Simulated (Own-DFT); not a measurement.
# What a defect does to the pressure of its cell: C40 NbSi2

Calculated, not measured: single-point runs of Own-DFT, a retired in-house plane-wave DFT program that no person has reviewed, on unrelaxed cells, without spin or spin-orbit coupling.

Method: PBE; PseudoDojo norm-conserving scalar-relativistic files; cutoff 42 hartree; 4 x 4 x 5 k mesh centred on Gamma; cold (Marzari-Vanderbilt) smearing of 0.2 eV.

Known weak points: forces on such cells failed a check on a denser k mesh; stress not checked against mesh or cutoff.

All runs share one cell, with vectors in Å (0.000, 8.324, 0.000); (-9.613, 0.000, 0.000); (0.000, 0.000, 6.586) and a volume of 527.0 Å³. The atoms are randomly displaced, by u rms on each axis. The defect's site can differ from row to row.

```
cell,formula,u (Å),P (GPa)
no defect,Nb12Si24,0.0183,1.45
no defect,Nb12Si24,0.0507,2.81
no defect,Nb12Si24,0.0550,2.85
one Si vacancy,Nb12Si23,0.0286,0.96
one Si vacancy,Nb12Si23,0.0487,2.07
one Si vacancy,Nb12Si23,0.0526,1.58
two Si on a Nb site each,Nb10Si26,0.0319,1.54
two Si on a Nb site each,Nb10Si26,0.0335,1.93
two Si on a Nb site each,Nb10Si26,0.0474,2.34
two Si on a Nb site each,Nb10Si26,0.0508,?
two Nb on a Si site each,Nb14Si22,0.0290,7.64
two Nb on a Si site each,Nb14Si22,0.0543,8.30
two Nb on a Si site each,Nb14Si22,0.0594,9.30
```

## Analysis

P = P0 + c u² + a shift for each defect gives P0 = 1.34 GPa, c = 519 ± 85 GPa/Å² and a scatter of 0.28 GPa. The shifts, and each times the cell's volume:

- two Nb on a Si site each: 5.80 ± 0.24 GPa, 19.1 eV (9.5 eV for each of its 2 sites)
- two Si on a Nb site each: -0.16 ± 0.24 GPa, -0.5 eV (-0.3 eV for each of its 2 sites) (not resolved)
- one Si vacancy: -0.84 ± 0.23 GPa, -2.8 eV

Positive is outwards. The product with the volume (160.2 GPa Å³ to the eV) is nearly free of the cell's size; divided by the bulk modulus at the cell's pressure it gives the volume that the defect adds. The atoms around the defects weren't relaxed, which would change these numbers.

## The run left out

Q: what pressure belongs in the blank (two Si on a Nb site each, u = 0.0508 Å)?

Estimate: 2.52 ± 0.34 GPa. The hidden result is 2.83 GPa.
